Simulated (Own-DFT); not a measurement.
Simulation results for SiC (2H silicon carbide, strained, atoms displaced)

A calculation, not a measurement: plane-wave PBE density functional theory by an unreviewed code, no spin, of a simulated periodic cell, stress positive in tension, free energy of the whole cell less one offset for each atom, forces on such cells passed a denser k mesh, this cell's mesh not checked; offsets are fitted by least squares, one for each functional and potential file, so energies compare only between cells with the same atoms and settings and are not formation energies; the far tail of each file's local potential was reset to the Coulomb form; each entry is a single point on an unrelaxed cell, so the pressure reflects the starting lattice, mostly measured values (interpolated for alloys), from which strain is counted, and rises with the displacements; printed positions are rounded, which can move forces by about a meV/angstrom; the program, named Own-DFT, is a retired in-house code; no spin-orbit coupling. Program: Own-DFT development build.

Settings shared by all entries: functional PBE; potential files PseudoDojo norm-conserving, scalar-relativistic, standard set; wave cutoff 42 hartree; occupations Fermi-Dirac; smearing width 0.1 eV; hardware one NVIDIA H100; k mesh 4 x 4 x 3 centred on Gamma.

(1) SiC (2H silicon carbide, strained, atoms displaced)

```
CELL_PARAMETERS angstrom
9.40740 -0.00880 -0.05310
-4.71130 7.88430 0.12850
-0.05780 0.12820 9.95650
ATOMIC_POSITIONS crystal
Si 0.00595 0.00547 0.00655
Si 0.12211 0.22847 0.24976
C 0.00243 0.99735 0.18343
C 0.12133 0.21845 0.43935
Si 0.99333 0.00413 0.50061
Si 0.11544 0.23189 0.75595
C 0.00553 0.99887 0.68429
C 0.10534 0.21935 0.93833
Si 0.00704 0.33596 0.99657
Si 0.12071 0.55334 0.24218
C 0.00465 0.34133 0.18267
C 0.10040 0.55805 0.43748
Si 0.01026 0.33952 0.49878
Si 0.11745 0.55958 0.75309
C 0.00115 0.33653 0.67350
C 0.10765 0.54706 0.93508
Si 0.99790 0.67261 0.00277
Si 0.11487 0.88992 0.24681
C 0.99805 0.66745 0.19343
C 0.11874 0.88790 0.43822
Si 0.00033 0.66700 0.49812
Si 0.12534 0.89293 0.75031
C 0.99084 0.66100 0.68243
C 0.11905 0.88552 0.93763
Si 0.34410 0.00002 0.00221
Si 0.44650 0.22686 0.25567
C 0.34190 0.00957 0.18692
C 0.43538 0.22485 0.44178
Si 0.33601 0.00369 0.48931
Si 0.43897 0.21018 0.74855
C 0.33195 0.99556 0.68654
C 0.44994 0.22262 0.94050
Si 0.32308 0.32576 0.00179
Si 0.44770 0.55219 0.24992
C 0.33398 0.32601 0.18715
C 0.44041 0.54906 0.43802
Si 0.31394 0.32963 0.49873
Si 0.44296 0.54754 0.74842
C 0.32972 0.32303 0.69376
C 0.44661 0.55061 0.94197
Si 0.32874 0.66972 0.00588
Si 0.44564 0.89752 0.25335
C 0.32942 0.65289 0.18025
C 0.44333 0.89480 0.43233
Si 0.33605 0.67022 0.49378
Si 0.44467 0.88800 0.75379
C 0.34768 0.67156 0.68786
C 0.45025 0.88929 0.94178
Si 0.66201 0.00301 0.99506
Si 0.78351 0.22176 0.24725
C 0.67330 0.00133 0.19275
C 0.77019 0.21622 0.43603
Si 0.66866 0.00083 0.49745
Si 0.77304 0.22178 0.75189
C 0.65221 0.99608 0.68615
C 0.77913 0.21799 0.93732
Si 0.65551 0.33431 0.99988
Si 0.77504 0.54708 0.24457
C 0.66911 0.32914 0.19464
C 0.77839 0.55240 0.43956
Si 0.66295 0.32617 0.50636
Si 0.78146 0.56305 0.76018
C 0.66792 0.33735 0.67974
C 0.77113 0.55250 0.93545
Si 0.67168 0.66827 0.99292
Si 0.77646 0.89313 0.25091
C 0.66344 0.65764 0.19592
C 0.78352 0.89369 0.43404
Si 0.66110 0.67274 0.50404
Si 0.77289 0.89104 0.74451
C 0.67124 0.66968 0.68844
C 0.77566 0.89389 0.93712
```

| Item | Value |
| --- | --- |
| free energy of cell above offsets | -4.337 eV |
| pressure | 8.17 GPa |
| stress xx | 3.13 GPa |
| stress yy | -12.7 GPa |
| stress zz | -14.93 GPa |
| stress yz | 4.92 GPa |
| stress xz | -2.05 GPa |
| stress xy | -1.56 GPa |
| wall time | 353.2 s |

Force:
```tsv
element	x (eV/Å)	y (eV/Å)	z (eV/Å)
Si	-0.648	-2.157	-2.734
Si	-1.225	-1.319	-0.335
C	-0.615	0.849	2.568
C	-5.21	-0.065	-2.323
Si	2.888	-1.698	0.191
Si	-0.596	-1.962	-2.356
C	-1.238	0.697	1.633
C	0.743	1.004	0.453
Si	-1.514	-1.881	0.58
Si	-2.842	1.116	1.942
C	0.856	-2.143	0.7
C	3.525	-0.003	-1.39
Si	-1.561	-1.323	-2.171
Si	-0.706	-0.231	-2.612
C	0.319	-0.337	4.826
C	-0.402	2.955	0.756
Si	0.782	-2.147	0.085
Si	0.015	0.069	1.05
C	1.131	-0.479	-1.733
C	-1.874	0.864	-0.789
Si	-1.604	-0.364	-0.082
Si	-2.817	-1.736	-0.891
C	1.945	1.234	2.282
C	-0.622	1.995	0.328
Si	-1.197	-0.053	-0.273
Si	0.817	-0.253	-0.126
C	-0.387	-1.267	0.34
C	0.931	0.928	-0.195
Si	-0.629	-0.752	1.956
Si	0.805	1.984	0.04
C	1.447	-0.165	-0.642
C	-2.287	-0.834	-1.096
Si	1.694	0.791	-0.689
Si	-0.364	-0.307	-0.49
C	-0.336	0.997	0.253
C	-0.938	1.693	-0.009
Si	5.65	1.194	2.597
Si	0.676	0.837	0.927
C	-0.406	0.908	-0.988
C	-1.171	0.592	-0.67
Si	1.744	-1.703	-3.109
Si	1.198	-1.039	-1.921
C	0.639	2.353	3.175
C	1.154	-0.396	1.326
Si	-0.984	-0.638	0.8
Si	-0.539	-0.364	-0.682
C	-1.698	-1.07	-0.282
C	-1.496	-0.167	-0.49
Si	2.481	-1.049	1.921
Si	-0.365	0.484	0.738
C	-1.833	-0.274	-1.723
C	1.433	1.603	0.04
Si	-0.712	-0.587	0.085
Si	0.48	0.53	-1.712
C	2.196	1.064	-0.118
C	-0.902	2.373	0.142
Si	3.043	-0.48	1.12
Si	0.122	1.424	2.748
C	-0.791	-0.502	-1.91
C	-1.067	0.477	-0.443
Si	-0.381	1.266	-3.319
Si	0.137	-1.082	-4.397
C	-0.447	-0.648	4.638
C	1.13	1.211	2.268
Si	-1.755	-0.085	1.811
Si	1.861	-1.637	-1.035
C	0.259	1.549	-1.925
C	-1.457	-0.064	1.116
Si	2.514	-1.925	-1.178
Si	1.072	0.577	0.883
C	-1.058	-0.555	0.591
C	0.987	0.123	-0.069
```

(2) SiC (2H silicon carbide, strained, atoms displaced)

```
CELL_PARAMETERS angstrom
9.28450 0.07080 -0.04150
-4.58090 8.10370 0.13930
-0.04520 0.14900 10.25190
ATOMIC_POSITIONS crystal
Si 0.99407 0.99191 0.99812
Si 0.12575 0.22849 0.25351
C 0.99752 0.99979 0.18866
C 0.10990 0.22273 0.43863
Si 0.99401 0.99130 0.49499
Si 0.11192 0.22074 0.75335
C 0.00041 0.99622 0.68635
C 0.10898 0.22766 0.94470
Si 0.00174 0.32917 0.00418
Si 0.11361 0.56253 0.24598
C 0.98742 0.32798 0.18293
C 0.10895 0.55599 0.43174
Si 0.00245 0.32960 0.49411
Si 0.11061 0.56279 0.74176
C 0.99875 0.33160 0.68476
C 0.12627 0.57224 0.93627
Si 0.99965 0.66558 0.99793
Si 0.10434 0.89436 0.26211
C 0.00021 0.67085 0.18695
C 0.11067 0.89327 0.43872
Si 0.99365 0.66857 0.49483
Si 0.11793 0.88446 0.75626
C 0.00443 0.66431 0.68964
C 0.12194 0.89498 0.93617
Si 0.33364 0.00542 0.00636
Si 0.43155 0.21307 0.24958
C 0.32569 0.99664 0.19433
C 0.44761 0.22474 0.43469
Si 0.32561 0.99329 0.50543
Si 0.43984 0.22510 0.74904
C 0.32173 0.99223 0.68271
C 0.44511 0.22540 0.94439
Si 0.32552 0.32931 0.00311
Si 0.45408 0.55729 0.25217
C 0.32825 0.33256 0.17996
C 0.42490 0.53994 0.43376
Si 0.33340 0.33493 0.50274
Si 0.44102 0.55850 0.75558
C 0.32840 0.33139 0.69114
C 0.44869 0.55615 0.93676
Si 0.33150 0.66480 0.98647
Si 0.44449 0.88317 0.25204
C 0.34029 0.66073 0.18544
C 0.43689 0.88062 0.43793
Si 0.34059 0.67577 0.50121
Si 0.43633 0.88340 0.75424
C 0.32842 0.66903 0.69548
C 0.43964 0.88618 0.93033
Si 0.66999 0.00484 0.01085
Si 0.77790 0.22452 0.24998
C 0.67190 0.00206 0.19069
C 0.78552 0.21746 0.44061
Si 0.67363 0.99592 0.50122
Si 0.78083 0.23510 0.74903
C 0.67408 0.00141 0.69133
C 0.77589 0.22249 0.93750
Si 0.67829 0.34660 0.99533
Si 0.78690 0.55622 0.24647
C 0.66578 0.31949 0.18737
C 0.76516 0.55445 0.44187
Si 0.67160 0.34169 0.50687
Si 0.77615 0.55602 0.75174
C 0.67922 0.33525 0.69755
C 0.77782 0.55448 0.93089
Si 0.67483 0.66926 0.00635
Si 0.78014 0.88979 0.25399
C 0.67300 0.66443 0.18792
C 0.77840 0.89537 0.44095
Si 0.67252 0.67900 0.51269
Si 0.77265 0.89111 0.75717
C 0.66899 0.66579 0.69266
C 0.76804 0.88180 0.93894
```

| Property | Result |
| --- | --- |
| free energy of cell above offsets | -5.282 eV |
| pressure | -2.32 GPa |
| stress xx | -1.57 GPa |
| stress yy | 5.51 GPa |
| stress zz | 3.02 GPa |
| stress yz | 5.42 GPa |
| stress xz | -1.62 GPa |
| stress xy | 4.1 GPa |
| wall time | 362.9 s |

Force:
```tsv
element	x (eV/Å)	y (eV/Å)	z (eV/Å)
Si	0.218	1.04	0.278
Si	-3.316	-0.852	-0.545
C	0.071	0.558	0.229
C	1.549	-0.956	-0.365
Si	0.049	2.442	2.11
Si	-1.149	-0.531	-0.323
C	-0.243	-0.151	0.895
C	1.151	-2.032	-1.495
Si	-1.952	1.606	-0.856
Si	0.989	-1.349	-0.044
C	2.261	1.456	1.395
C	-0.176	0.525	0.925
Si	-0.77	1.167	1.055
Si	1.687	-2.796	1.853
C	0.441	0.992	0.21
C	-2.711	-3.24	-0.837
Si	0.795	0.891	0.005
Si	1.358	-0.984	-2.835
C	0.277	0.636	-0.082
C	-0.073	-1.074	0.513
Si	0.971	-1.045	0.856
Si	-2.282	0.049	-1.306
C	-3.03	1.384	-1.2
C	-1.596	-0.739	1.024
Si	0.991	-0.7	-0.512
Si	1.759	1.298	-0.142
C	0.407	-0.472	-0.309
C	-0.342	-0.624	1.527
Si	0.936	1.292	-1.635
Si	1.427	-1.013	1.088
C	1.725	1.561	1.39
C	0.125	0.193	-1.055
Si	0.97	0.971	-1.4
Si	-0.909	-1.038	-0.714
C	1.582	0.8	1.993
C	1.442	3.368	1.169
Si	-0.029	-1.7	0.04
Si	0.858	-0.748	-0.617
C	0.249	1.333	-0.512
C	-0.011	-0.36	0.797
Si	2.083	1.278	2.647
Si	-0.355	-0.037	-0.567
C	-1.27	1.123	-0.588
C	0.974	2.388	0.079
Si	-1.077	-3.25	0.126
Si	1.095	1.735	-1.46
C	1.335	0.034	-1.934
C	0.395	1.395	2.854
Si	-0.862	-0.762	-2.378
Si	1.153	-1.353	1.161
C	-0.913	-0.529	0.788
C	-1.891	0.585	-0.531
Si	-2.866	1.59	1.241
Si	3.974	-3.657	1.449
C	-2.489	0.386	-0.748
C	0.798	0.557	-0.026
Si	-0.706	-3.165	1.392
Si	-1.164	-1.72	1.129
C	-2.609	2.583	-0.586
C	1.378	1.483	-0.6
Si	0.476	-2.031	-0.799
Si	1.413	0.087	-0.72
C	-5.233	1.585	-2.337
C	0.372	1.851	1.587
Si	-1.389	-1.067	-1.305
Si	-0.046	-0.269	-0.6
C	-0.283	0.595	0.744
C	1.281	-2.07	-1.147
Si	-0.741	-2.079	-1.831
Si	2.019	-0.421	-0.787
C	-1.519	0.684	0.195
C	0.966	1.315	0.985
```

(3) SiC (2H silicon carbide, strained, atoms displaced)

```
CELL_PARAMETERS angstrom
9.34420 0.13340 0.07660
-4.55660 7.83950 -0.08630
0.08340 -0.06030 9.87390
ATOMIC_POSITIONS crystal
Si 0.98906 0.99212 0.99316
Si 0.11181 0.21416 0.25284
C 0.99127 0.00216 0.18052
C 0.11298 0.21580 0.44780
Si 0.99477 0.99156 0.50038
Si 0.10560 0.21713 0.75733
C 0.99560 0.99136 0.68285
C 0.10730 0.22673 0.93501
Si 0.99605 0.32722 0.00365
Si 0.10652 0.55644 0.24569
C 0.99710 0.33843 0.18130
C 0.10829 0.54810 0.43908
Si 0.99522 0.34117 0.49909
Si 0.10747 0.55388 0.74953
C 0.99714 0.33488 0.69487
C 0.11487 0.55492 0.93707
Si 0.99853 0.66833 0.01084
Si 0.10898 0.89112 0.24831
C 0.00460 0.66997 0.19691
C 0.11489 0.89049 0.44453
Si 0.00392 0.66552 0.49812
Si 0.11445 0.88743 0.74799
C 0.00457 0.66778 0.68582
C 0.10754 0.88684 0.94720
Si 0.33295 0.00483 0.99667
Si 0.44845 0.22385 0.23657
C 0.34335 0.01152 0.18115
C 0.43843 0.22272 0.44006
Si 0.35272 0.00592 0.49806
Si 0.45884 0.23109 0.75389
C 0.32824 0.99774 0.69326
C 0.44626 0.23050 0.93932
Si 0.33840 0.33433 0.00860
Si 0.44398 0.56820 0.24561
C 0.33238 0.33697 0.19581
C 0.44784 0.55527 0.43431
Si 0.33081 0.33319 0.50258
Si 0.44001 0.55417 0.74853
C 0.33784 0.34020 0.69318
C 0.44774 0.55497 0.94563
Si 0.32689 0.66280 0.00028
Si 0.45495 0.89180 0.24960
C 0.33580 0.66823 0.17889
C 0.44609 0.89409 0.43791
Si 0.33280 0.66326 0.49518
Si 0.44379 0.88536 0.74958
C 0.33615 0.67455 0.68483
C 0.43407 0.88292 0.93917
Si 0.66273 0.99811 0.99978
Si 0.78576 0.21728 0.25821
C 0.64868 0.98924 0.18714
C 0.77952 0.23829 0.43561
Si 0.67401 0.99838 0.50410
Si 0.77893 0.22001 0.75392
C 0.67160 0.99878 0.68679
C 0.78367 0.23238 0.92638
Si 0.66434 0.34668 0.99352
Si 0.77513 0.55714 0.25164
C 0.66761 0.32906 0.18566
C 0.76970 0.54731 0.43088
Si 0.65886 0.32602 0.50981
Si 0.77141 0.54253 0.75799
C 0.66593 0.32453 0.68165
C 0.77910 0.55480 0.93296
Si 0.66322 0.65938 0.99673
Si 0.78625 0.88010 0.25454
C 0.67321 0.66522 0.19224
C 0.76656 0.88290 0.43317
Si 0.66355 0.65954 0.49777
Si 0.78519 0.88605 0.75328
C 0.66673 0.66980 0.68862
C 0.77152 0.87484 0.92957
```

| Item | Value |
| --- | --- |
| free energy of cell above offsets | -3.086 eV |
| pressure | 11.28 GPa |
| stress xx | -0.2 GPa |
| stress yy | -11.69 GPa |
| stress zz | -21.94 GPa |
| stress yz | -2.55 GPa |
| stress xz | 3.82 GPa |
| stress xy | 6.42 GPa |
| wall time | 340.8 s |

Force:
```tsv
element	x (eV/Å)	y (eV/Å)	z (eV/Å)
Si	0.074	1.27	0.051
Si	-0.906	1.954	0.4
C	1.341	-0.806	1.091
C	-1.939	0.62	-1.551
Si	-0.05	0.424	-0.469
Si	0.548	0.805	-3.102
C	0.37	0.892	2.273
C	1.805	-1.646	2.496
Si	-0.923	1.394	-2.591
Si	2.005	-0.147	0.973
C	1.088	-1.667	2.895
C	0.828	2.384	-1.515
Si	1.547	-2.776	1.532
Si	0.875	1.094	0.131
C	0.436	-0.895	-1.685
C	-1.301	-0.151	1.104
Si	1.113	-0.756	-1.922
Si	1.203	1.612	0.757
C	-1.865	-0.346	-0.971
C	0.683	-0.222	-1.665
Si	-1.516	-0.062	-0.117
Si	-0.915	-0.119	0.679
C	-1.221	-1.298	0.733
C	0.366	0.51	-1.676
Si	0.104	-0.66	-0.053
Si	-0.021	1.483	3.076
C	-0.978	-2.919	1.097
C	1.819	0.23	-0.84
Si	-4.649	0.231	1.468
Si	-2.698	-1.59	-1.191
C	1.893	1.373	-0.565
C	0.9	-0.639	-0.151
Si	-2.377	0.214	-1.032
Si	1.914	-1.725	0.716
C	0.17	-0.321	-0.902
C	-0.936	0.105	0.277
Si	0.178	-0.054	0.089
Si	0.511	1.89	0.845
C	-0.23	-2.149	-0.473
C	-0.799	-0.084	-1.166
Si	0.674	0.315	-1.673
Si	-4.273	-1.036	0.239
C	-1.746	0.326	2.946
C	2.903	-1.622	-0.592
Si	-0.158	0.593	0.558
Si	-0.142	1.519	0.279
C	-0.179	-2.518	0.059
C	1.408	1.041	-0.566
Si	-0.498	0.074	-0.982
Si	-2.316	0.232	-3.269
C	5.629	2.513	-0.377
C	1.667	-2.596	2.01
Si	-2.031	1.152	-1.083
Si	0.47	-0.174	-3.334
C	-0.295	-0.34	1.291
C	-0.852	-1.383	4.825
Si	2.186	-3.177	2.106
Si	1.547	-2.054	-0.734
C	0.408	1.018	-0.487
C	1.147	0.708	2.972
Si	-1.306	1.356	-5.036
Si	0.332	2.479	-4.487
C	0.298	0.635	4.212
C	0.322	1.452	2.647
Si	-0.207	0.73	0.921
Si	-2.808	1.238	-1.912
C	-1.688	-0.185	-2.012
C	2.557	0.188	1.542
Si	-0.181	0.301	0.518
Si	-1.303	0.09	-2.688
C	0.474	-2.07	-0.061
C	-0.491	1.738	3.12
```
